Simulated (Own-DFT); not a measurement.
# Stretching a layer in its plane: diamond-structure GeSn with randomly placed atoms, 64 atoms (Ge56Sn8)

Calculated, not measured: single-point runs of Own-DFT, a retired in-house plane-wave DFT program that no person has reviewed, on unrelaxed cells, without spin or spin-orbit coupling.

All runs used: PBE; PseudoDojo norm-conserving scalar-relativistic files; cutoff 49 hartree; 3 x 3 x 3 k mesh centred on Gamma; Fermi-Dirac smearing of 0.1 eV.

Keep in mind: forces on such cells moved up to 12 meV/angstrom on a denser k mesh; stress not checked against mesh or cutoff.

Unstrained cell vectors in Å: (11.524, 0.000, 0.000); (0.000, 11.524, 0.000); (0.000, 0.000, 11.524). The unstrained cell has measured lattice constants (interpolated for alloys), not those of this functional. That, the random moves and any unrelaxed bonds set the pressure at no strain. Each run strains x and y alike by e, as a substrate would, and holds the height along z. Random moves of width 0.05 Å per axis were added to every atom. The random placing of the alloy's atoms differs from row to row. Stress is positive in tension.

```
e (%)  u (Å)  (s_xx + s_yy)/2 (GPa)  s_zz (GPa)
-3.00  0.050                 -10.76       -8.88
-2.50  0.055                 -10.17       -8.79
-2.25  0.052                  -9.63       -8.24
-1.50  0.049                  -7.89       -6.99
-0.75  0.051                  -6.59       -6.41
 0.25  0.048                  -4.70       -4.83
 0.75  0.055                      ?           ?
 1.50  0.050                  -2.91       -3.67
 2.00  0.056                  -2.33       -3.42
 2.75  0.047                  -0.91       -2.45
```

## Worked fit

With e as a fraction, the in-plane stress is -5.3 + 171 e - 607 e² GPa (errors 3 and 228, scatter 0.20), and s_zz is -5.4 + 115 e - 406 e² GPa (slope ± 4, scatter 0.24). At e = 0 the first slope is C11 + C12 and the second 2 C12, both with the ions held to the strained lattice and at the cell's own pressure. A free layer would change its height as e changes, and the in-plane slope would drop by 2 C12²/C11 to the biaxial modulus. At fixed height, a misfit of 1 % moves the in-plane stress by about 1.7 GPa and s_zz by 1.1 GPa.

## The run left out

Q: what are the two stresses at e = 0.75 %?

The fitted form gives -4.0 and -4.5 GPa. DFT gave -3.97 and -4.39 GPa.
